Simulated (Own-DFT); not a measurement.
# Which defects push the lattice out? C11b WSi2

The numbers are computed, not measured, by runs of the plane-wave DFT program Own-DFT (in-house, retired, unreviewed) at fixed positions, with no spin and no spin-orbit coupling.

Common settings: PBEsol; PseudoDojo norm-conserving scalar-relativistic files, made for PBE; cutoff 50 hartree; 5 x 5 x 5 k mesh centred on Gamma; cold (Marzari-Vanderbilt) smearing of 0.2 eV.

Limits: forces on such cells failed a check on a denser k mesh; stress not checked against mesh or cutoff.

All runs share one cell, with vectors in Å (-2.148, -5.953, 3.409); (-6.444, 2.976, 1.136); (-2.553, -2.948, -6.757) and a volume of 403.2 Å³. Atoms were moved at random from their sites; u is the rms move along one axis. The defect's site can differ from row to row.

```
              cell  formula   u (Å)  P (GPa)
         no defect  Si20W10  0.0195     0.18
         no defect  Si20W10  0.0210     0.55
         no defect  Si20W10  0.0503     1.73
    one Si vacancy  Si19W10  0.0298    -0.52
    one Si vacancy  Si19W10  0.0461     0.54
    one Si vacancy  Si19W10  0.0496     0.42
one Si on a W site   Si21W9  0.0303     2.48
one Si on a W site   Si21W9  0.0314     2.22
one Si on a W site   Si21W9  0.0516     4.19
one W on a Si site  Si19W11  0.0312     5.29
one W on a Si site  Si19W11  0.0314     5.55
one W on a Si site  Si19W11  0.0458     6.41
one W on a Si site  Si19W11  0.0503        ?
     one W vacancy   Si20W9  0.0293    -0.16
     one W vacancy   Si20W9  0.0317    -0.12
     one W vacancy   Si20W9  0.0487     1.20
```

## What the rows give

P = P0 + c u² + a shift for each defect gives P0 = -0.09 GPa, c = 815 ± 78 GPa/Å² and a scatter of 0.23 GPa. The shifts, and each times the cell's volume:

- one W on a Si site: 4.74 ± 0.19 GPa, 11.9 eV
- one Si on a W site: 1.81 ± 0.19 GPa, 4.6 eV
- one W vacancy: -0.75 ± 0.19 GPa, -1.9 eV
- one Si vacancy: -1.25 ± 0.19 GPa, -3.1 eV

Positive is outwards. The product with the volume (160.2 GPa Å³ to the eV) is nearly free of the cell's size; divided by the bulk modulus at the cell's pressure it gives the volume that the defect adds. The atoms around the defects weren't relaxed, which would change these numbers.

## Withheld run

Asked: what pressure belongs in the blank (one W on a Si site, u = 0.0503 Å)?

Estimate: 6.71 ± 0.28 GPa. DFT gave 6.73 GPa.
